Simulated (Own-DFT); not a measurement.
## Calculated data, Si$_{12}$O$_{23}$ (quartz with two neutral oxygen vacancies, atoms displaced)

Computed with Own-DFT development build. A calculation, not a measurement: plane-wave PBE and HSE06 DFT by an unreviewed code, no spin, of a simulated cell at Gamma alone, so results move with cell size and shape, stress positive in tension, energies less offsets, not probed for a lower state with spin; oxygen file: force components 24 meV/angstrom off all-electron in a glass; k mesh not checked against a denser one; forces and stress are PBE's, HSE06 gives the energy alone, and its difference from PBE has offsets of its own; offsets are fitted by least squares, one for each functional and potential file, so energies compare only between cells with the same atoms and settings and are not formation energies; the far tail of each file's local potential was reset to the Coulomb form; each entry is a single point on an unrelaxed cell, so the pressure reflects the starting lattice, mostly measured values (interpolated for alloys), from which strain is counted, and rises with the displacements; printed positions are rounded, which can move forces by about a meV/angstrom; the program, named Own-DFT, is a retired in-house code; no spin-orbit coupling.

Settings shared by all entries: first functional PBE; second functional HSE06; exact exchange share 0.25; screening 0.11 1/bohr; exchange divergence Gygi-Baldereschi; potential files PseudoDojo norm-conserving, scalar-relativistic, made for PBE, standard set; wave cutoff 48 hartree; occupations fixed; k mesh 1 x 1 x 1 centred on Gamma.

(1) Si$_{12}$O$_{23}$ (quartz with two neutral oxygen vacancies, atoms displaced)

```
cell vectors (Å)
   9.8268     0.0000     0.0000
  -4.9134     8.5103     0.0000
   0.0000     0.0000    10.8104
atoms (fractions of the cell vectors)
Si  0.21421  0.99960  0.99741
Si  0.99782  0.23955  0.34045
Si  0.27461  0.26735  0.17008
O   0.18245  0.11863  0.06201
O   0.43407  0.28469  0.21682
O   0.38396  0.08877  0.38679
O   0.08641  0.36401  0.44009
O   0.11446  0.20619  0.27465
O   0.29109  0.42990  0.10630
Si  0.23915  0.00096  0.50543
Si  0.00537  0.24397  0.83242
Si  0.27031  0.27589  0.67310
O   0.21979  0.14742  0.55606
O   0.43814  0.30396  0.72456
O   0.36136  0.08047  0.88188
O   0.07622  0.37569  0.94503
O   0.13941  0.21402  0.76699
O   0.30155  0.42366  0.60826
Si  0.22071  0.49528  0.99265
Si  0.01035  0.74974  0.33176
Si  0.26120  0.75815  0.15827
O   0.19737  0.63752  0.06246
O   0.43982  0.80012  0.22431
O   0.37850  0.58576  0.38981
O   0.07285  0.86382  0.44303
O   0.13467  0.70819  0.25594
O   0.27743  0.91735  0.10809
Si  0.23029  0.49266  0.50820
Si  0.00888  0.74125  0.82494
Si  0.27553  0.77044  0.65884
O   0.20448  0.63805  0.56957
O   0.43746  0.81078  0.72098
O   0.35746  0.57085  0.88535
O   0.07032  0.85510  0.94213
O   0.15196  0.72565  0.77406
O   0.29230  0.93137  0.60026
Si  0.73688  0.99928  0.00995
Si  0.51872  0.25726  0.33506
Si  0.75227  0.25932  0.17546
O   0.70848  0.14407  0.05158
O   0.92956  0.29979  0.22781
O   0.85939  0.07615  0.39980
O   0.57214  0.36151  0.44429
O   0.64097  0.21264  0.27746
O   0.80783  0.44189  0.11002
Si  0.73935  0.00880  0.50068
Si  0.50734  0.22722  0.83535
Si  0.75935  0.25631  0.67106
O   0.70233  0.13354  0.55740
O   0.93866  0.30563  0.71877
O   0.86724  0.07655  0.88883
O   0.56730  0.35983  0.95282
O   0.62669  0.19315  0.78170
O   0.80090  0.43487  0.61084
Si  0.73181  0.48976  0.00767
Si  0.51415  0.73043  0.33288
Si  0.76535  0.76913  0.16282
O   0.69575  0.63286  0.07081
O   0.92490  0.79371  0.22424
O   0.86246  0.57194  0.38789
O   0.56660  0.86313  0.44134
O   0.62444  0.70404  0.26469
O   0.78521  0.91796  0.10310
Si  0.73688  0.49472  0.49415
Si  0.49259  0.73144  0.83068
Si  0.75473  0.76657  0.66832
O   0.71557  0.63370  0.55164
O   0.86476  0.58497  0.88991
O   0.56262  0.86534  0.92839
O   0.63329  0.70706  0.77422
```

Results for Si$_{12}$O$_{23}$ (quartz with two neutral oxygen vacancies, atoms displaced): PBE energy of cell above offsets -9.470 eV; HSE06 less PBE above offsets 0.571 eV; PBE pressure 9.82 GPa; PBE stress xx -8.45 GPa; PBE stress yy -10.51 GPa; PBE stress zz -10.5 GPa; PBE stress yz -3.84 GPa; PBE stress xz 2.33 GPa; PBE stress xy -0.98 GPa.

Force:
```csv
element,x (eV/Å),y (eV/Å),z (eV/Å)
Si,7.202,-1.277,0.048
Si,-2.79,-1.491,-2.508
Si,-5.232,-0.74,-1.15
O,-1.704,4.236,2.633
O,0.139,1.222,-0.103
O,-2.03,-2.161,2.189
O,-1.697,0.905,2.056
O,6.771,-0.345,-3.35
O,0.413,-0.993,-0.202
Si,-2.934,5.331,-6.986
Si,-0.428,-1.363,-0.027
Si,6.391,-3.886,-1.966
O,-0.186,-0.659,0.468
O,1.145,-0.424,1.28
O,-3.13,-4.153,3.264
O,-6.845,-9.109,-5.468
O,-3.921,-1.321,4.264
O,-2.412,5.422,-2.37
Si,7.202,9.771,6.785
Si,0.62,-4.534,-2.612
Si,4.978,7.006,4.182
O,1.875,-7.525,-7.369
O,-1.74,-0.703,-0.994
O,-3.579,-6.318,4.532
O,0.605,2.179,1.657
O,-4.874,-1.293,6.039
O,-1.166,3.346,-2.411
Si,2.829,5.341,-1.248
Si,-3.686,-1.003,-1.253
Si,-1.175,4.406,4.333
O,1.298,-6.531,-5.153
O,1.193,-0.62,0.139
O,-0.83,-1.23,0.371
O,-1.722,-0.218,-0.32
O,0.9,-0.502,-0.33
O,4.381,-2.921,4.705
Si,-4.419,1.442,-6.927
Si,-2.133,-6.96,-3.097
Si,6.965,4.504,-6.994
O,0.28,-0.448,1.288
O,-1.614,-0.638,0.21
O,3.154,2.44,-3.901
O,-0.415,3.526,3.589
O,-3.313,-1.629,4.63
O,1.804,-3.255,3.008
Si,-1.977,-7.523,3.634
Si,-6.562,5.066,1.072
Si,-0.042,3.084,-0.753
O,-1.539,1.693,1.401
O,-0.497,-0.756,0.702
O,-0.243,0.162,1.169
O,0.224,-1.401,-1.354
O,6.155,-0.373,-2.996
O,0.229,-2.597,0.395
Si,-1.875,5.3,-2.958
Si,-8.883,5.487,1.733
Si,1.564,-2.923,3.668
O,1.682,-4.189,-3.762
O,-0.02,0.964,0.241
O,1.767,1.458,-1.85
O,1.543,1.923,0.896
O,8.518,-0.869,-3.411
O,0.884,2.495,1.155
Si,0.743,2.27,2.94
Si,0.426,0.776,-1.633
Si,3.985,1.822,-3.856
O,-1.351,1.363,1.456
O,-0.65,-2.022,1.265
O,2.018,3.531,3.875
O,-2.271,-1.564,2.048
```

(2) Si$_{12}$O$_{23}$ (quartz with two neutral oxygen vacancies, atoms displaced)

```
cell vectors (Å)
   9.8268     0.0000     0.0000
  -4.9134     8.5103     0.0000
   0.0000     0.0000    10.8104
atoms (fractions of the cell vectors)
Si  0.23875  0.99871  0.00826
Si  0.99927  0.23656  0.33935
Si  0.25959  0.25121  0.16173
O   0.20652  0.12753  0.04698
O   0.43149  0.28992  0.24000
O   0.36259  0.08302  0.39332
O   0.07007  0.35114  0.45230
O   0.13357  0.20657  0.27771
O   0.29354  0.44397  0.11549
Si  0.24169  0.01248  0.51159
Si  0.99816  0.23562  0.84175
Si  0.27343  0.26052  0.66241
O   0.19995  0.11794  0.57374
O   0.41476  0.27650  0.72748
O   0.37296  0.06983  0.88884
O   0.07884  0.37383  0.94644
O   0.14432  0.21474  0.77997
O   0.30136  0.42476  0.61093
Si  0.22522  0.49666  0.00621
Si  0.00470  0.73173  0.33985
Si  0.25925  0.76632  0.16630
O   0.20656  0.61728  0.06588
O   0.43468  0.79769  0.22736
O   0.37808  0.56976  0.38972
O   0.08803  0.87505  0.44715
O   0.12034  0.71216  0.27826
O   0.30173  0.93799  0.10468
Si  0.24559  0.50758  0.50037
Si  0.99577  0.72784  0.82262
Si  0.25413  0.75195  0.65976
O   0.21611  0.63943  0.54276
O   0.42621  0.78369  0.72749
O   0.35619  0.57419  0.88662
O   0.08291  0.88201  0.93863
O   0.13469  0.70869  0.77344
O   0.28383  0.91419  0.59813
Si  0.73666  0.00958  0.99366
Si  0.48829  0.22749  0.34211
Si  0.77373  0.25816  0.17109
O   0.69591  0.13128  0.06194
O   0.93579  0.29534  0.20688
O   0.87289  0.06953  0.39653
O   0.58636  0.37758  0.44314
O   0.62465  0.19328  0.27801
O   0.79153  0.43977  0.12050
Si  0.72627  0.98261  0.50138
Si  0.50534  0.24675  0.83429
Si  0.77024  0.26315  0.67733
O   0.70976  0.11968  0.57014
O   0.93007  0.29174  0.72833
O   0.87400  0.07460  0.88956
O   0.63168  0.20196  0.76624
O   0.78786  0.41712  0.60836
Si  0.72211  0.49726  0.01708
Si  0.50699  0.73981  0.32375
Si  0.76782  0.76825  0.16325
O   0.70209  0.62867  0.06400
O   0.91633  0.78085  0.21070
O   0.83806  0.55462  0.37550
O   0.57726  0.86631  0.43556
O   0.63047  0.70586  0.28238
O   0.79440  0.92333  0.10447
Si  0.73626  0.50207  0.51466
Si  0.50578  0.74735  0.82717
Si  0.76339  0.76568  0.66097
O   0.70865  0.62468  0.56965
O   0.94908  0.80015  0.72806
O   0.56799  0.85585  0.94126
O   0.62832  0.70097  0.77148
O   0.79855  0.92446  0.61078
```

It finds PBE energy of cell above offsets -5.749 eV; HSE06 less PBE above offsets 0.617 eV; PBE pressure 11.91 GPa; PBE stress xx -15.94 GPa; PBE stress yy -10.99 GPa; PBE stress zz -8.82 GPa; PBE stress yz -1.7 GPa; PBE stress xz -2.94 GPa; PBE stress xy 6.52 GPa.

Force:
```csv
element,x (eV/Å),y (eV/Å),z (eV/Å)
Si,0.06,-0.496,-9.504
Si,0.433,-1.242,-2.452
Si,-0.121,4.169,2.003
O,-3.201,5.383,3.586
O,-5.924,1.423,-6.354
O,-2.962,-7.068,4.595
O,0.56,3.113,1.107
O,0.882,-0.175,-1.284
O,3.481,-5.039,2.36
Si,3.587,-5.123,-5.595
Si,4.818,3.883,-2.981
Si,-6.626,1.599,2.99
O,-4.488,3.38,1.154
O,4.155,1.626,0.254
O,-0.025,0.769,1.335
O,-4.276,-5.672,-2.809
O,-1.351,0.113,-0.123
O,-1.076,1.667,-2.015
Si,9,-0.234,-5.024
Si,-13.34,1.105,4.353
Si,1.874,-0.816,0.182
O,-7.078,9.95,5.901
O,-5.334,0.937,-3.494
O,-1.357,0.044,0.745
O,-2.315,-3.113,-2.518
O,12.51,-0.898,-7.183
O,4.368,-4.232,5.878
Si,3.267,-4.926,-1.773
Si,1.671,-2.832,10.94
Si,1.946,2.573,2.08
O,-2.036,1.287,1.136
O,-6.083,1.873,-6.514
O,0.085,0.564,0.874
O,-0.693,-3.097,-1.446
O,3.211,-1.201,-1.392
O,2.547,-0.684,2.36
Si,0.259,-3.596,1.628
Si,8.386,7.561,0.087
Si,-8.957,1.407,0.257
O,0.617,-0.501,-1.35
O,5.516,0.236,4.054
O,-1.202,-0.871,0.233
O,-2.578,-3.721,-0.835
O,1.548,0.615,-0.798
O,2.659,-3.489,2.058
Si,2.272,5.549,0.803
Si,1.898,-1.446,3.372
Si,0.061,-1.018,-4.805
O,-0.359,0.828,0.355
O,1.581,0.902,1.162
O,-1.981,-3.161,1.962
O,-2.783,-0.676,3.176
O,1.929,0.092,1.629
Si,2.584,-3.359,-6.513
Si,-2.824,-2.09,4.584
Si,-3.983,-2.241,1.548
O,-4.276,3.045,0.76
O,6.573,0.811,4.595
O,1.992,3.422,2.174
O,-2.301,-2.059,-0.646
O,6.971,-0.016,-4.118
O,-2.326,3.404,-2.354
Si,3.142,-3.491,-6.637
Si,1.553,-6.755,3.909
Si,2.954,-1.729,5.701
O,-2.94,3.429,1.19
O,-8.822,3.2,-8.468
O,1.217,4.382,2.634
O,2.053,0.672,-1.2
O,-0.595,2.057,-1.52
```

(3) Si$_{12}$O$_{23}$ (quartz with two neutral oxygen vacancies, atoms displaced)

```
cell vectors (Å)
   9.8268     0.0000     0.0000
  -4.9134     8.5103     0.0000
   0.0000     0.0000    10.8104
atoms (fractions of the cell vectors)
Si  0.23850  0.00376  0.99997
Si  0.00334  0.23925  0.34914
Si  0.26872  0.27401  0.16362
O   0.20901  0.14155  0.06013
O   0.43483  0.29984  0.22283
O   0.07856  0.37752  0.42313
O   0.12131  0.19448  0.26891
O   0.28935  0.43387  0.10817
Si  0.24321  0.01402  0.50026
Si  0.00077  0.23121  0.82979
Si  0.28073  0.27426  0.66455
O   0.21195  0.12629  0.57540
O   0.43269  0.29146  0.73461
O   0.35251  0.06496  0.89353
O   0.07584  0.36532  0.94413
O   0.14727  0.20671  0.76921
O   0.30789  0.42850  0.61732
Si  0.25570  0.50608  0.99620
Si  0.00894  0.73182  0.33281
Si  0.26628  0.77162  0.16821
O   0.21761  0.64517  0.06738
O   0.41978  0.79035  0.22209
O   0.36577  0.57300  0.39183
O   0.05735  0.84449  0.43923
O   0.13219  0.69446  0.28449
O   0.29968  0.93642  0.10380
Si  0.23744  0.50370  0.49681
Si  0.00835  0.72876  0.82546
Si  0.27059  0.76626  0.66157
O   0.20521  0.63183  0.55212
O   0.41462  0.79909  0.73128
O   0.35871  0.55819  0.89371
O   0.07558  0.86241  0.93267
O   0.12489  0.69677  0.77018
O   0.27954  0.92663  0.61344
Si  0.73801  0.99079  0.00396
Si  0.49185  0.23403  0.32758
Si  0.77594  0.27471  0.16924
O   0.71193  0.13365  0.05716
O   0.93391  0.29928  0.21094
O   0.85725  0.05637  0.38479
O   0.63969  0.20667  0.27593
O   0.79809  0.42648  0.09199
Si  0.73370  0.00757  0.50266
Si  0.49050  0.22452  0.82718
Si  0.76358  0.27560  0.66804
O   0.71254  0.13428  0.57015
O   0.92984  0.28877  0.72021
O   0.88055  0.06524  0.89384
O   0.57803  0.36896  0.93745
O   0.64473  0.21134  0.77166
O   0.80120  0.42734  0.61078
Si  0.73646  0.48697  0.00121
Si  0.49471  0.73472  0.32230
Si  0.78000  0.77040  0.16196
O   0.69978  0.62793  0.06021
O   0.93362  0.79866  0.21222
O   0.88004  0.58470  0.39099
O   0.56619  0.84454  0.44265
O   0.62416  0.69676  0.28276
O   0.79822  0.93166  0.10226
Si  0.74495  0.50392  0.49478
Si  0.50617  0.72350  0.83886
Si  0.76069  0.76275  0.66102
O   0.69699  0.63206  0.55162
O   0.92060  0.78005  0.72261
O   0.86040  0.56078  0.89911
O   0.57397  0.85532  0.95712
O   0.62705  0.71287  0.77502
O   0.81121  0.94811  0.61071
```

Results for Si$_{12}$O$_{23}$ (quartz with two neutral oxygen vacancies, atoms displaced): PBE energy of cell above offsets -7.600 eV; HSE06 less PBE above offsets 0.708 eV; PBE pressure 10.2 GPa; PBE stress xx -13.13 GPa; PBE stress yy -6.24 GPa; PBE stress zz -11.22 GPa; PBE stress yz 1.56 GPa; PBE stress xz -0.53 GPa; PBE stress xy 2.45 GPa.

Force:
```csv
element,x (eV/Å),y (eV/Å),z (eV/Å)
Si,-5.121,-1.896,1.261
Si,-1.111,-9.736,-11.22
Si,-1.458,-1.304,1.65
O,0.727,-1.151,-1.13
O,-2.347,0.959,-2.242
O,0.421,7.242,7.183
O,0.947,1.343,0.423
O,2.753,-1.094,3.348
Si,1.351,-4.409,-3.895
Si,1.981,0.794,1.068
Si,-0.118,-4.261,3.58
O,-2.33,2.115,-0.385
O,-3.547,2.815,-5.579
O,3.791,2.971,-4.438
O,0.863,0.367,-0.794
O,-2.297,0.197,1.493
O,-3.518,5.793,-4.953
Si,-12.47,-3.05,6.799
Si,-2.983,2.422,-4.852
Si,-2.764,0.008,0.183
O,1.22,-3.445,-3.869
O,1.804,1.79,0.564
O,0.024,-0.766,-0.622
O,1.468,7.363,4.924
O,4.154,0.764,-3.249
O,0.926,-1.083,2.638
Si,2.302,-0.851,1.135
Si,-8.063,-0.653,4.977
Si,-5.408,-1.524,-0.847
O,-0.886,1.299,1.375
O,6.869,-0.289,4.115
O,7.112,5.28,-9.339
O,0.331,0.937,1.106
O,7.336,-1.168,-4.243
O,0.999,-0.159,-0.547
Si,-2.684,6.031,-4.51
Si,3.598,-0.397,4.583
Si,-2.26,-2.676,-3.408
O,-0.17,0.188,0.444
O,4.535,0.104,4.593
O,-0.165,2.724,0.651
O,-1.601,0.097,0.507
O,5.786,-4.041,8.415
Si,1.15,-4.537,-1.727
Si,6.412,-0.713,7.098
Si,5.972,-3.889,0.934
O,-1.92,0.874,-1.1
O,-0.526,0.442,-0.193
O,-1.406,-0.803,0.447
O,-2.159,-3.638,-1.809
O,-4.74,-1.927,3.874
O,-2.338,6.179,-3.71
Si,-7.403,5.396,-4.199
Si,1.176,-0.724,2.879
Si,-6.399,-2.593,-0.662
O,0.669,-0.31,0.022
O,6.066,-0.066,3.746
O,-2.022,-5.486,1.673
O,0.227,3.868,2.217
O,4.175,0.914,-3.777
O,4.584,-3.235,5.807
Si,-1.805,-1.802,-0.39
Si,-10.73,3.211,4.691
Si,0.851,2.433,0.302
O,0.37,-0.289,0.319
O,-0.986,-0.165,-0.516
O,3.139,3.957,-4.465
O,-1.478,-3.044,-2.926
O,9.057,-0.825,-5.926
O,0.073,-2.879,0.49
```
